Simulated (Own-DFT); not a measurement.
SiC (4H silicon carbide, atoms displaced) (calculated)

A calculation, not a measurement: plane-wave PBE density functional theory by an unreviewed code, no spin, of a simulated periodic cell, stress positive in tension, free energy of the whole cell less one offset for each atom, forces on such cells passed a denser k mesh, this cell's mesh not checked; offsets are fitted by least squares, one for each functional and potential file, so energies compare only between cells with the same atoms and settings and are not formation energies; the far tail of each file's local potential was reset to the Coulomb form; each entry is a single point on an unrelaxed cell, so the pressure reflects the starting lattice, mostly measured values (interpolated for alloys), from which strain is counted, and rises with the displacements; printed positions are rounded, which can move forces by about a meV/angstrom; the program, named Own-DFT, is a retired in-house code; no spin-orbit coupling. Program: Own-DFT development build.

Settings shared by all entries: functional PBE; potential files PseudoDojo norm-conserving, scalar-relativistic, standard set; wave cutoff 42 hartree; occupations Fermi-Dirac; smearing width 0.1 eV; hardware one NVIDIA H100; k mesh 5 x 5 x 3 centred on Gamma.

```yaml
- entry: 1
  formula: SiC
  kind: "4H silicon carbide, atoms displaced"
  structure:
    cell_angstrom: [[6.1654, 0.0, 0.0], [-3.0827, 5.3394, 0.0], [0.0, 0.0, 10.0681]]
    atoms_fractional:
      - [Si, 0.00313, 0.99088, 0.4274]
      - [Si, 0.15077, 0.29191, 0.16926]
      - [C, 0.00612, 0.01802, 0.09172]
      - [C, 0.16164, 0.33084, 0.3415]
      - [Si, 0.98675, 0.4823, 0.40806]
      - [Si, 0.19265, 0.84659, 0.15695]
      - [C, 0.99152, 0.50303, 0.10047]
      - [C, 0.15744, 0.82543, 0.35052]
      - [Si, 0.48746, 0.96811, 0.40799]
      - [Si, 0.68529, 0.36058, 0.15902]
      - [C, 0.52, 0.01618, 0.07819]
      - [C, 0.64923, 0.30936, 0.35147]
      - [Si, 0.49352, 0.47522, 0.41365]
      - [Si, 0.69046, 0.83983, 0.15876]
      - [C, 0.50996, 0.49603, 0.08822]
      - [C, 0.68138, 0.82404, 0.33769]
      - [Si, 0.05141, 0.04472, 0.90245]
      - [Si, 0.84504, 0.6774, 0.65738]
      - [C, 0.01224, 0.00167, 0.58367]
      - [C, 0.82845, 0.65045, 0.84278]
      - [Si, 0.99519, 0.47088, 0.91626]
      - [Si, 0.79714, 0.14039, 0.64082]
      - [C, 0.00415, 0.49882, 0.59454]
      - [C, 0.85037, 0.1836, 0.85487]
      - [Si, 0.52292, 0.02229, 0.91268]
      - [Si, 0.32705, 0.6502, 0.64744]
      - [C, 0.52189, 0.00551, 0.59426]
      - [C, 0.34272, 0.65854, 0.84514]
      - [Si, 0.52324, 0.54637, 0.89691]
      - [Si, 0.33104, 0.16755, 0.65844]
      - [C, 0.49229, 0.53553, 0.59565]
      - [C, 0.33771, 0.18021, 0.83967]
  results:
    "free_energy_of_cell_above_offsets [eV]": "5.437"
    "pressure [GPa]": 12.56
    "stress_xx [GPa]": -15.45
    "stress_yy [GPa]": -6.88
    "stress_zz [GPa]": -15.35
    "stress_yz [GPa]": -3.61
    "stress_xz [GPa]": 1.21
    "stress_xy [GPa]": -2.51
    force_element: [Si, Si, C, C, Si, Si, C, C, Si, Si, C, C, Si, Si, C, C, Si, Si, C, C, Si, Si, C, C, Si, Si, C, C, Si, Si, C, C]
    "force_x [eV/angstrom]": [-0.684, 0.329, 2.38, 0.768, 0.107, -0.992, 3.647, 0.954, 0.785, -1.601, -0.202, 0.797, -1.219, -1.989, -1.833, -0.948, -5.212, -0.398, -1.064, 2.784, -0.441, 10.28, -1.729, 0.271, -0.869, -5.701, -10.18, -5.065, 2.53, 0.875, 8.885, 4.734]
    "force_y [eV/angstrom]": [0.243, 7.362, -4.464, -1.096, 0.771, -0.725, 1.057, -0.405, 1.126, -2.905, -0.484, 0.044, 2.061, -1.425, 1.194, -0.361, -4.864, -1.292, 0.128, 3.018, 7.075, 7.156, -1.207, -5.334, -1.728, 4.121, -5.313, 3.148, -4.481, 1.299, -5.591, 1.872]
    "force_z [eV/angstrom]": [-11.55, -1.76, -1.782, 3.673, -0.561, -0.508, -0.011, -0.51, -1.179, 0.126, 7.271, -0.581, -1.714, -2.239, 0.792, 3.025, 2.156, 0.624, 9.503, -0.533, 0.257, 5.583, -0.801, -4.056, -4.962, 5.115, -2.791, -1.667, 3.369, -0.413, -2.828, -1.05]
    "wall_time [s]": 113.4
- entry: 2
  formula: SiC
  kind: "4H silicon carbide, atoms displaced"
  structure:
    cell_angstrom: [[6.1654, 0.0, 0.0], [-3.0827, 5.3394, 0.0], [0.0, 0.0, 10.0681]]
    atoms_fractional:
      - [Si, 0.99125, 0.02113, 0.40011]
      - [Si, 0.16527, 0.33077, 0.16835]
      - [C, 0.96138, 0.00088, 0.09259]
      - [C, 0.14428, 0.31526, 0.33445]
      - [Si, 0.02811, 0.51002, 0.40818]
      - [Si, 0.18909, 0.84073, 0.14699]
      - [C, 0.99748, 0.51129, 0.10413]
      - [C, 0.18848, 0.84892, 0.34321]
      - [Si, 0.48399, 0.98329, 0.40244]
      - [Si, 0.67744, 0.3394, 0.15187]
      - [C, 0.49998, 0.9977, 0.09331]
      - [C, 0.70924, 0.34877, 0.3271]
      - [Si, 0.46142, 0.49592, 0.40079]
      - [Si, 0.64858, 0.81644, 0.15204]
      - [C, 0.49731, 0.48552, 0.08957]
      - [C, 0.62703, 0.80874, 0.34106]
      - [Si, 0.00068, 0.97155, 0.89674]
      - [Si, 0.86436, 0.68062, 0.66343]
      - [C, 0.99311, 0.01408, 0.58408]
      - [C, 0.79348, 0.68382, 0.83675]
      - [Si, 0.02445, 0.53854, 0.90096]
      - [Si, 0.83963, 0.16659, 0.637]
      - [C, 0.01492, 0.50938, 0.60723]
      - [C, 0.82413, 0.17363, 0.84804]
      - [Si, 0.5053, 0.99333, 0.88923]
      - [Si, 0.39443, 0.68538, 0.65341]
      - [C, 0.5064, 0.01521, 0.59906]
      - [C, 0.33893, 0.67352, 0.83836]
      - [Si, 0.52039, 0.50444, 0.89071]
      - [Si, 0.32372, 0.16539, 0.64947]
      - [C, 0.5026, 0.48148, 0.58689]
      - [C, 0.3286, 0.1797, 0.84355]
  results:
    "free_energy_of_cell_above_offsets [eV]": "5.581"
    "pressure [GPa]": 10.39
    "stress_xx [GPa]": -10.73
    "stress_yy [GPa]": -12.68
    "stress_zz [GPa]": -7.76
    "stress_yz [GPa]": 1.39
    "stress_xz [GPa]": 2.86
    "stress_xy [GPa]": -5.51
    force_element: [Si, Si, C, C, Si, Si, C, C, Si, Si, C, C, Si, Si, C, C, Si, Si, C, C, Si, Si, C, C, Si, Si, C, C, Si, Si, C, C]
    "force_x [eV/angstrom]": [1.118, -0.642, 4.678, 0.81, -3.968, -3.915, 2.555, -4.415, 2.457, -1.026, 0.797, -2.648, 5.402, -0.503, -0.83, 2.088, -3.345, -2.178, 3.028, 8.912, -0.912, -2.694, 2.124, 2.987, -1.372, -4.285, 0.403, 1.301, -8.394, 0.494, 0.675, 1.297]
    "force_y [eV/angstrom]": [-6.491, -0.438, 0.298, 2.793, 1.194, 0.106, 0.678, -1.448, 4.73, -1.294, 0.965, -1.444, -1.198, -0.175, 0.422, 1.947, 7.066, -0.852, -2.252, 1.542, -4.619, 2.759, 0.504, 1.468, 2.184, -1.106, -1.458, -0.495, -4.774, -0.026, 2.142, -2.726]
    "force_z [eV/angstrom]": [-0.041, -7.944, -0.441, 3.887, 0.078, 2.104, -3.128, -0.933, 0.958, -0.563, -2.303, 4.178, 0.356, 0.171, -0.425, -0.093, 3.864, -3.729, -0.016, -3.145, 1.558, 4.856, -2.525, -2.222, 3.128, 0.268, -2.37, -0.65, 5.887, 1.343, -0.18, -1.927]
    "wall_time [s]": 124.4
```
